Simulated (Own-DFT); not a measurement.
GaP (zincblende, atoms displaced), GaN (wurtzite, strained, atoms displaced), GaP (zincblende, strained, atoms displaced) (calculated)

All values are calculated (Own-DFT development build). A calculation, not a measurement: plane-wave PBE density functional theory by an unreviewed code, no spin, of a simulated periodic cell, stress positive in tension, free energy of the whole cell less one offset for each atom, forces on such cells passed a denser k mesh, this cell's mesh not checked; offsets are fitted by least squares, one for each functional and potential file, so energies compare only between cells with the same atoms and settings and are not formation energies; the far tail of each file's local potential was reset to the Coulomb form; each entry is a single point on an unrelaxed cell, so the pressure reflects the starting lattice, mostly measured values (interpolated for alloys), from which strain is counted, and rises with the displacements; printed positions are rounded, which can move forces by about a meV/angstrom; the program, named Own-DFT, is a retired in-house code; no spin-orbit coupling.

Settings shared by all entries: functional PBE.

(1) 
```cif
# cell vector a (Å): 10.9010 0.0000 0.0000
# cell vector b (Å): 0.0000 10.9010 0.0000
# cell vector c (Å): 0.0000 0.0000 10.9010
data_GaP
_symmetry_space_group_name_H-M 'P 1'
_symmetry_Int_Tables_number 1
_cell_length_a 10.9010
_cell_length_b 10.9010
_cell_length_c 10.9010
_cell_angle_alpha 90.000
_cell_angle_beta 90.000
_cell_angle_gamma 90.000
_cell_volume 1295.39
loop_
_atom_site_label
_atom_site_type_symbol
_atom_site_fract_x
_atom_site_fract_y
_atom_site_fract_z
_atom_site_occupancy
Ga1 Ga 0.00751 0.97786 0.00137 1
Ga2 Ga 0.00590 0.24957 0.25694 1
Ga3 Ga 0.23952 0.99131 0.26002 1
Ga4 Ga 0.23967 0.26273 0.00218 1
P1 P 0.12360 0.11486 0.09663 1
P2 P 0.12632 0.38936 0.37332 1
P3 P 0.38207 0.12283 0.36855 1
P4 P 0.37484 0.36701 0.11937 1
Ga5 Ga 0.99326 0.99402 0.48801 1
Ga6 Ga 0.00603 0.25687 0.74521 1
Ga7 Ga 0.25376 0.00534 0.75803 1
Ga8 Ga 0.25133 0.25696 0.50062 1
P5 P 0.10939 0.12246 0.63005 1
P6 P 0.12436 0.37329 0.88543 1
P7 P 0.37974 0.12014 0.87337 1
P8 P 0.37134 0.38389 0.63437 1
Ga9 Ga 0.99650 0.49725 0.00916 1
Ga10 Ga 0.98682 0.73777 0.23204 1
Ga11 Ga 0.23970 0.50473 0.23435 1
Ga12 Ga 0.24643 0.75529 0.00421 1
P9 P 0.13201 0.61883 0.12902 1
P10 P 0.13770 0.86551 0.36831 1
P11 P 0.38363 0.61171 0.38245 1
P12 P 0.37271 0.86261 0.12677 1
Ga13 Ga 0.00498 0.49128 0.50001 1
Ga14 Ga 0.00170 0.73980 0.75283 1
Ga15 Ga 0.25095 0.49330 0.73847 1
Ga16 Ga 0.26343 0.75299 0.50480 1
P13 P 0.14122 0.62870 0.63308 1
P14 P 0.12541 0.85598 0.87553 1
P15 P 0.39462 0.62908 0.87764 1
P16 P 0.37309 0.86410 0.61838 1
Ga17 Ga 0.49805 0.00228 0.99299 1
Ga18 Ga 0.50992 0.24490 0.25896 1
Ga19 Ga 0.73331 0.99819 0.25843 1
Ga20 Ga 0.74314 0.25666 0.00502 1
P17 P 0.63675 0.13237 0.11443 1
P18 P 0.63271 0.38811 0.37955 1
P19 P 0.88474 0.12155 0.36724 1
P20 P 0.86201 0.36716 0.13045 1
Ga21 Ga 0.51541 0.97058 0.49220 1
Ga22 Ga 0.49598 0.24731 0.76002 1
Ga23 Ga 0.75263 0.01498 0.73869 1
Ga24 Ga 0.74155 0.24827 0.49051 1
P21 P 0.60912 0.13342 0.62432 1
P22 P 0.64425 0.36931 0.87266 1
P23 P 0.87056 0.12906 0.87859 1
P24 P 0.87041 0.38315 0.63166 1
Ga25 Ga 0.52627 0.50185 0.99504 1
Ga26 Ga 0.49017 0.74789 0.25640 1
Ga27 Ga 0.74276 0.49709 0.24458 1
Ga28 Ga 0.74083 0.75769 0.00827 1
P25 P 0.61866 0.63368 0.12255 1
P26 P 0.61796 0.88760 0.36697 1
P27 P 0.87328 0.62318 0.37539 1
P28 P 0.87354 0.84596 0.12316 1
Ga29 Ga 0.50283 0.50505 0.48694 1
Ga30 Ga 0.51649 0.76562 0.75418 1
Ga31 Ga 0.74541 0.49528 0.74830 1
Ga32 Ga 0.73810 0.74102 0.50044 1
P29 P 0.61780 0.62727 0.63433 1
P30 P 0.61046 0.87416 0.86465 1
P31 P 0.85529 0.62222 0.88650 1
P32 P 0.85412 0.87500 0.62237 1
_calc_potential_files 'PseudoDojo norm-conserving, scalar-relativistic, standard set'
_calc_wave_cutoff 42  # hartree
_calc_occupations 'Fermi-Dirac'
_calc_smearing_width 0.1  # eV
_calc_k_mesh '3 x 3 x 3 centred on Gamma'
_calc_free_energy_of_cell_above_offsets '-23.996'  # eV
_calc_pressure 5.37  # GPa
_calc_stress_xx -5.09  # GPa
_calc_stress_yy -5.42  # GPa
_calc_stress_zz -5.59  # GPa
_calc_stress_yz 0.04  # GPa
_calc_stress_xz -0.49  # GPa
_calc_stress_xy 0.24  # GPa
```

Force:
```tsv
element	x (eV/Å)	y (eV/Å)	z (eV/Å)
Ga	-1.957	0.205	-0.849
Ga	0.301	0.102	-1.562
Ga	1.956	2.173	-2.529
Ga	1.602	-1.907	0.077
P	0.405	0.62	3.191
P	0.683	-1.734	-0.505
P	-0.829	-0.688	1.276
P	1.131	1.05	0.836
Ga	0.64	-1.043	1.194
Ga	-1.288	0.059	1.309
Ga	-0.968	-1.05	-1.24
Ga	0.092	-0.771	0.087
P	1.656	-0.541	-1.164
P	-0.907	1.601	-2.141
P	-1.251	1.226	0.939
P	2.28	-2.13	-2.089
Ga	-0.691	-0.021	-0.248
Ga	2.382	-1.558	2.917
Ga	3.334	-2.341	2.216
Ga	1.234	-1.909	-0.33
P	-2.429	2.264	-2.415
P	-2.791	-1.428	1.436
P	-2.919	2.181	-2.298
P	0.058	2.057	0.284
Ga	-0.909	1.734	1.118
Ga	-1.55	-0.187	-0.282
Ga	-0.51	1.535	3.46
Ga	-1.491	-2.018	-1.701
P	-1.818	-0.055	-1.414
P	0.187	1.631	-0.858
P	-1.341	-0.381	-0.374
P	1.958	2.501	2.163
Ga	0.311	-0.753	1.301
Ga	-0.229	0.747	-1.007
Ga	2.984	1.644	-2.451
Ga	2.167	-0.616	-1.082
P	-2.148	-2.046	1.718
P	-0.754	-1.471	-0.65
P	-1.845	0.112	0.221
P	1.818	0.615	0.456
Ga	-4.24	4.328	4.188
Ga	0.188	1.211	-0.506
Ga	-0.865	0.2	1.022
Ga	1.062	-0.282	1.12
P	0.878	-1.061	-1.201
P	-2.482	0.088	-0.393
P	0.871	-0.548	-0.039
P	0.821	-1.268	-1.446
Ga	-1.887	-0.63	-0.434
Ga	0.331	-0.392	-0.257
Ga	0.652	1.484	-0.22
Ga	-1.341	-0.705	-2.241
P	0.46	-0.415	1.606
P	1.888	-5.253	-1.782
P	-0.039	-0.347	0.069
P	-0.744	4.76	-0.257
Ga	1.065	-1.361	3.451
Ga	-4.232	-3.805	-2.996
Ga	0.39	1.503	0.021
Ga	0.459	0.341	-0.416
P	0.114	-0.792	-1.022
P	4.669	4.139	3.759
P	1.477	-0.052	-0.678
P	1.956	-0.549	-0.359
```

(2) 
```cif
# cell vector a (Å): 12.7560 0.0000 0.0319
# cell vector b (Å): -4.7835 8.2853 -0.0120
# cell vector c (Å): 0.0259 0.0000 10.3700
data_GaN
_symmetry_space_group_name_H-M 'P 1'
_symmetry_Int_Tables_number 1
_cell_length_a 12.7560
_cell_length_b 9.5670
_cell_length_c 10.3700
_cell_angle_alpha 90.143
_cell_angle_beta 89.714
_cell_angle_gamma 120.000
_cell_volume 1095.97
loop_
_atom_site_label
_atom_site_type_symbol
_atom_site_fract_x
_atom_site_fract_y
_atom_site_fract_z
_atom_site_occupancy
Ga1 Ga 0.08078 0.21774 0.99803 1
Ga2 Ga 0.16316 0.11484 0.25190 1
N1 N 0.08365 0.21725 0.19161 1
N2 N 0.16411 0.11131 0.43963 1
Ga3 Ga 0.07806 0.21480 0.49596 1
Ga4 Ga 0.17131 0.11557 0.75441 1
N3 N 0.08561 0.22082 0.68010 1
N4 N 0.16554 0.11205 0.93899 1
Ga5 Ga 0.08773 0.55805 0.99941 1
Ga6 Ga 0.16688 0.45390 0.24833 1
N5 N 0.07874 0.55240 0.18677 1
N6 N 0.16711 0.44516 0.43080 1
Ga7 Ga 0.08234 0.54912 0.50311 1
Ga8 Ga 0.16180 0.44018 0.75341 1
N7 N 0.07667 0.55437 0.69000 1
N8 N 0.16854 0.45205 0.94060 1
Ga9 Ga 0.09407 0.89933 0.00420 1
Ga10 Ga 0.15891 0.77220 0.24571 1
N9 N 0.08694 0.89979 0.18847 1
N10 N 0.16623 0.77481 0.42912 1
Ga11 Ga 0.08940 0.89958 0.49571 1
Ga12 Ga 0.16307 0.77319 0.74624 1
N11 N 0.09234 0.88566 0.68227 1
N12 N 0.17436 0.78546 0.94132 1
Ga13 Ga 0.33605 0.22099 0.99298 1
Ga14 Ga 0.42041 0.10389 0.25421 1
N13 N 0.31950 0.20824 0.19039 1
N14 N 0.40826 0.10789 0.43964 1
Ga15 Ga 0.33621 0.21812 0.49666 1
Ga16 Ga 0.42265 0.11654 0.75072 1
N15 N 0.33132 0.21648 0.69020 1
N16 N 0.40970 0.10872 0.94188 1
Ga17 Ga 0.33329 0.55888 0.99862 1
Ga18 Ga 0.41520 0.43493 0.25246 1
N17 N 0.33376 0.56107 0.19983 1
N18 N 0.41187 0.43750 0.43692 1
Ga19 Ga 0.32876 0.54983 0.49957 1
Ga20 Ga 0.41267 0.44024 0.74939 1
N19 N 0.32961 0.54843 0.68936 1
N20 N 0.41934 0.44123 0.93573 1
Ga21 Ga 0.33102 0.88411 0.00502 1
Ga22 Ga 0.41337 0.77220 0.24407 1
N21 N 0.33604 0.89344 0.19626 1
N22 N 0.41348 0.77564 0.44790 1
Ga23 Ga 0.33121 0.88423 0.49553 1
Ga24 Ga 0.41411 0.77712 0.74715 1
N23 N 0.33720 0.89235 0.68619 1
N24 N 0.41782 0.78756 0.93553 1
Ga25 Ga 0.58441 0.22676 0.99888 1
Ga26 Ga 0.66162 0.10988 0.24526 1
N25 N 0.58838 0.22749 0.18763 1
N26 N 0.66916 0.10791 0.43364 1
Ga27 Ga 0.57951 0.21615 0.49565 1
Ga28 Ga 0.66321 0.11446 0.75490 1
N27 N 0.57954 0.21650 0.69332 1
N28 N 0.66762 0.10736 0.93361 1
Ga29 Ga 0.57702 0.54924 0.99808 1
Ga30 Ga 0.66735 0.44288 0.25321 1
N29 N 0.58995 0.56152 0.18564 1
N30 N 0.66957 0.45181 0.44235 1
Ga31 Ga 0.57744 0.54890 0.50372 1
Ga32 Ga 0.66982 0.45377 0.75485 1
N31 N 0.58466 0.55887 0.68460 1
N32 N 0.66515 0.43996 0.94407 1
Ga33 Ga 0.58311 0.88964 0.00305 1
Ga34 Ga 0.65639 0.76991 0.25788 1
N33 N 0.58298 0.89415 0.18807 1
N34 N 0.66656 0.77027 0.43247 1
Ga35 Ga 0.58576 0.89630 0.49896 1
Ga36 Ga 0.66771 0.77893 0.74808 1
N35 N 0.57444 0.88441 0.69335 1
N36 N 0.66928 0.78150 0.93093 1
Ga37 Ga 0.82671 0.21967 0.00008 1
Ga38 Ga 0.90889 0.10103 0.25426 1
N37 N 0.83601 0.21865 0.18951 1
N38 N 0.91371 0.11570 0.43925 1
Ga39 Ga 0.83894 0.22490 0.49282 1
Ga40 Ga 0.91696 0.11452 0.75688 1
N39 N 0.83143 0.21345 0.68182 1
N40 N 0.91999 0.10708 0.94402 1
Ga41 Ga 0.82767 0.54628 0.00331 1
Ga42 Ga 0.91139 0.43407 0.24657 1
N41 N 0.83190 0.55034 0.19689 1
N42 N 0.91826 0.44972 0.44583 1
Ga43 Ga 0.83234 0.54700 0.49603 1
Ga44 Ga 0.91491 0.44198 0.75037 1
N43 N 0.83465 0.55158 0.69075 1
N44 N 0.92225 0.44502 0.93979 1
Ga45 Ga 0.84114 0.88844 0.99312 1
Ga46 Ga 0.91875 0.77755 0.25355 1
N45 N 0.82853 0.89154 0.19307 1
N46 N 0.91824 0.78345 0.43683 1
Ga47 Ga 0.83492 0.89364 0.49371 1
Ga48 Ga 0.91765 0.78303 0.75235 1
N47 N 0.82832 0.88933 0.69189 1
N48 N 0.91876 0.77336 0.93509 1
_calc_potential_files 'PseudoDojo norm-conserving, scalar-relativistic, standard set with the stringent files for Ga'
_calc_wave_cutoff 96  # hartree
_calc_occupations 'Gaussian'
_calc_smearing_width 0.01  # eV
_calc_k_mesh '3 x 4 x 3 centred on Gamma'
_calc_free_energy_of_cell_above_offsets '-5.773'  # eV
_calc_pressure 6.7  # GPa
_calc_stress_xx -7.24  # GPa
_calc_stress_yy -6.48  # GPa
_calc_stress_zz -6.38  # GPa
_calc_stress_yz -0.34  # GPa
_calc_stress_xz 0.38  # GPa
_calc_stress_xy 0.62  # GPa
```

Force:
```tsv
element	x (eV/Å)	y (eV/Å)	z (eV/Å)
Ga	0.442	1.094	1.491
Ga	0.224	-0.482	0.663
N	-1.885	1.351	-0.699
N	0.616	0.874	-0.349
Ga	0.354	1.224	-0.065
Ga	-0.587	-1.186	-1.15
N	-0.581	-0.1	1.631
N	0.369	0.594	-0.36
Ga	-1.091	0.541	0.182
Ga	0.186	-1.657	-0.232
N	-0.084	0.241	-0.245
N	-0.489	-0.676	1.354
Ga	0.085	1.115	-0.547
Ga	0.184	0.259	-0.818
N	1.532	-0.441	-0.046
N	0.735	-1.355	-0.23
Ga	-0.833	-1.308	-0.474
Ga	0.495	0.851	0.253
N	-0.204	-1.631	0.047
N	-0.392	-0.134	1.247
Ga	0.118	-2.048	0.352
Ga	1.546	0.725	0.732
N	-2.423	1.121	0.599
N	-1.178	-1.124	-0.55
Ga	-1.586	0.204	1.863
Ga	-1.558	1.422	-0.65
N	2.811	1.724	-0.804
N	2.581	-0.358	-0.55
Ga	-2.397	0.597	1.177
Ga	-1.52	-1.585	0.413
N	0.688	0.864	-0.517
N	2.325	-0.243	-0.467
Ga	0.674	0.214	0.428
Ga	-0.225	0.098	-0.925
N	0.836	-1.831	-2.206
N	0.442	0.416	0.517
Ga	0.178	0.327	0.159
Ga	0.513	0.281	-0.573
N	-0.419	0.286	0.089
N	-1.516	0.259	0.231
Ga	0.496	1.271	0.183
Ga	0.118	1.826	1.897
N	-0.307	-1.576	-1.141
N	1.194	-0.076	-1.6
Ga	-0.659	-0.129	0.798
Ga	-0.509	-0.501	-0.01
N	-0.966	-0.395	0.057
N	0.688	-1.211	0.704
Ga	-0.382	-1.783	0.064
Ga	1.404	0.254	0.568
N	-0.919	-0.449	-0.034
N	-0.774	1.092	-0.005
Ga	0.363	0.571	0.879
Ga	1.183	-1.027	-1.786
N	0.702	1.966	-1.199
N	-0.91	0.62	1.651
Ga	1.073	1.82	0.388
Ga	-0.563	0.786	0.212
N	-0.995	-1.627	0.132
N	-0.441	-1.775	-0.493
Ga	0.165	0.701	-0.82
Ga	0.154	-0.81	-0.869
N	-0.311	-0.752	1.214
N	-0.334	0.835	-0.865
Ga	0.529	-0.537	-0.954
Ga	0.881	1.183	-2.176
N	-0.073	-1.072	0.053
N	-0.843	0.592	2.493
Ga	-0.004	-1.732	0.886
Ga	-1.415	0.115	-0.194
N	1.814	1.024	-1.044
N	-0.019	-0.693	1.567
Ga	1.721	0.25	0.217
Ga	1.131	1.132	-0.83
N	-1.335	-0.294	-0.417
N	1.361	-0.952	-0.543
Ga	-1.852	0.411	1.352
Ga	0.249	-0.433	-1.07
N	-0.586	0.792	0.975
N	-1.35	0.866	-0.843
Ga	1.151	1.201	0.138
Ga	0.426	0.894	0.915
N	0.189	0.517	-1.054
N	0.896	-1.203	-1.777
Ga	-0.803	2.029	1.338
Ga	-0.31	-0.813	0.051
N	-0.852	0.686	-0.309
N	-0.974	-0.518	0.056
Ga	-1.376	-0.898	1.539
Ga	-0.81	0.425	-0.847
N	0.722	-1.757	-0.991
N	0.479	-0.541	0.787
Ga	-0.279	-0.901	1.079
Ga	0.73	-0.423	-1.4
N	1.56	0.584	-1.048
N	0.608	-0.089	1.153
```

(3) 
```cif
# cell vector a (Å): 10.8620 0.0000 0.0000
# cell vector b (Å): 0.0000 10.8620 0.0000
# cell vector c (Å): 0.0000 0.0000 10.9361
data_GaP
_symmetry_space_group_name_H-M 'P 1'
_symmetry_Int_Tables_number 1
_cell_length_a 10.8620
_cell_length_b 10.8620
_cell_length_c 10.9361
_cell_angle_alpha 90.000
_cell_angle_beta 90.000
_cell_angle_gamma 90.000
_cell_volume 1290.27
loop_
_atom_site_label
_atom_site_type_symbol
_atom_site_fract_x
_atom_site_fract_y
_atom_site_fract_z
_atom_site_occupancy
Ga1 Ga 0.99661 0.99885 0.00017 1
Ga2 Ga 0.99860 0.24666 0.25065 1
Ga3 Ga 0.24235 0.99093 0.25794 1
Ga4 Ga 0.24790 0.24633 0.99624 1
P1 P 0.13072 0.13045 0.12743 1
P2 P 0.11894 0.37683 0.37678 1
P3 P 0.37994 0.12162 0.38141 1
P4 P 0.37564 0.37258 0.12173 1
Ga5 Ga 0.00278 0.99380 0.50006 1
Ga6 Ga 0.99832 0.25269 0.75232 1
Ga7 Ga 0.25745 0.99417 0.75365 1
Ga8 Ga 0.24725 0.25091 0.50626 1
P5 P 0.12488 0.12556 0.61691 1
P6 P 0.12286 0.37335 0.88745 1
P7 P 0.37448 0.12328 0.87253 1
P8 P 0.38300 0.37500 0.62831 1
Ga9 Ga 0.00090 0.50019 0.99736 1
Ga10 Ga 0.99606 0.76176 0.24943 1
Ga11 Ga 0.24671 0.49997 0.24110 1
Ga12 Ga 0.24743 0.75831 0.99471 1
P9 P 0.12906 0.62579 0.11479 1
P10 P 0.12452 0.87586 0.37512 1
P11 P 0.38081 0.61734 0.37669 1
P12 P 0.38092 0.87280 0.12322 1
Ga13 Ga 0.00026 0.50370 0.50022 1
Ga14 Ga 0.99545 0.74727 0.75555 1
Ga15 Ga 0.25022 0.49913 0.74794 1
Ga16 Ga 0.25135 0.74659 0.49808 1
P13 P 0.12240 0.62278 0.63413 1
P14 P 0.12972 0.88144 0.86108 1
P15 P 0.37611 0.61668 0.87395 1
P16 P 0.37396 0.87610 0.62566 1
Ga17 Ga 0.49969 0.99891 0.00434 1
Ga18 Ga 0.50391 0.25807 0.24893 1
Ga19 Ga 0.75574 0.00154 0.24907 1
Ga20 Ga 0.75017 0.24812 0.00074 1
P17 P 0.62990 0.12736 0.13123 1
P18 P 0.61317 0.36927 0.37248 1
P19 P 0.87833 0.12835 0.37996 1
P20 P 0.87158 0.36721 0.12586 1
Ga21 Ga 0.50027 0.00684 0.49712 1
Ga22 Ga 0.49939 0.24839 0.75035 1
Ga23 Ga 0.75766 0.00354 0.74705 1
Ga24 Ga 0.74818 0.24539 0.49395 1
P21 P 0.62009 0.11979 0.61978 1
P22 P 0.62731 0.36943 0.87599 1
P23 P 0.87634 0.12954 0.86385 1
P24 P 0.87994 0.37479 0.62729 1
Ga25 Ga 0.50365 0.49803 0.98961 1
Ga26 Ga 0.50824 0.74828 0.24934 1
Ga27 Ga 0.75012 0.50498 0.25688 1
Ga28 Ga 0.74863 0.75332 0.99990 1
P25 P 0.63451 0.62739 0.12603 1
P26 P 0.62020 0.86866 0.38151 1
P27 P 0.87358 0.62889 0.37091 1
P28 P 0.87186 0.87652 0.12178 1
Ga29 Ga 0.49765 0.49896 0.49465 1
Ga30 Ga 0.49384 0.75181 0.75524 1
Ga31 Ga 0.74203 0.49579 0.75210 1
Ga32 Ga 0.74953 0.74614 0.50170 1
P29 P 0.62134 0.61811 0.62539 1
P30 P 0.62393 0.88044 0.87912 1
P31 P 0.87518 0.62511 0.87025 1
P32 P 0.86530 0.87427 0.62651 1
_calc_potential_files 'PseudoDojo norm-conserving, scalar-relativistic, standard set'
_calc_wave_cutoff 42  # hartree
_calc_occupations 'Fermi-Dirac'
_calc_smearing_width 0.1  # eV
_calc_hardware 'one NVIDIA H100'
_calc_k_mesh '3 x 3 x 3 centred on Gamma'
_calc_free_energy_of_cell_above_offsets '-33.107'  # eV
_calc_pressure 3.64  # GPa
_calc_stress_xx -3.8  # GPa
_calc_stress_yy -3.85  # GPa
_calc_stress_zz -3.26  # GPa
_calc_stress_yz 0.25  # GPa
_calc_stress_xz -0.23  # GPa
_calc_stress_xy -0.08  # GPa
_calc_wall_time 519.2  # s
```

Force:
```tsv
element	x (eV/Å)	y (eV/Å)	z (eV/Å)
Ga	0.754	0.711	-0.484
Ga	0.215	0.393	-0.008
Ga	1.73	1.396	-1.185
Ga	0.75	0.079	0.365
P	-0.64	-1.28	0.139
P	0.78	-0.01	-0.438
P	-1.317	1.063	-1.437
P	0.078	0.22	-0.357
Ga	-0.72	0.47	0.48
Ga	1.206	0.131	-0.586
Ga	-0.105	1.424	-1.485
Ga	0.765	0.417	-0.768
P	-0.126	-0.534	1.673
P	0.348	0.002	-1.83
P	0.309	0.068	0.55
P	-1.072	0.056	-0.358
Ga	-0.894	0.091	0.687
Ga	0.501	-1.166	-0.512
Ga	0.245	-0.225	0.719
Ga	0.605	-0.461	-0.226
P	-0.803	0.799	0.837
P	-0.442	-1.221	0.688
P	-1.198	1.034	-1.23
P	-0.958	-0.136	0.732
Ga	-0.23	0.059	0.146
Ga	0.326	0.784	-0.857
Ga	-0.006	-0.767	0.491
Ga	0.038	-0.285	0.476
P	0.11	0.501	-1.059
P	-1.496	-0.88	1.764
P	-0.531	1.152	0.109
P	0.427	-0.283	-0.616
Ga	0.272	0.858	0.033
Ga	-1.362	-1.627	-0.762
Ga	-0.52	-0.144	0.968
Ga	0.147	-0.405	-0.219
P	-0.578	-0.274	-0.566
P	2.139	1.386	0.992
P	0.093	-1.119	-0.561
P	0.361	1.235	0.211
Ga	-0.053	-1.594	0.414
Ga	0.387	-0.332	-0.09
Ga	-1.462	0.02	0.164
Ga	-0.27	0.72	0.891
P	1.033	0.791	0.963
P	-0.18	-0.217	-0.072
P	-0.218	-0.521	1.638
P	-1.135	0.232	-0.568
Ga	0.136	0.023	1.359
Ga	-0.614	-0.266	0.007
Ga	-0.282	-1.241	-0.575
Ga	0.191	-0.31	-0.53
P	-0.844	-0.65	-0.505
P	0.805	0.91	-0.494
P	0.698	0.162	0.704
P	0.248	0.169	-0.007
Ga	0.511	-0.514	0.987
Ga	0.565	-0.237	-0.362
Ga	0.844	0.078	-0.525
Ga	-0.486	-0.237	0.136
P	-0.036	0.677	0.058
P	0.324	-0.211	-0.714
P	-0.825	-0.44	0.996
P	1.465	-0.526	-0.391
```
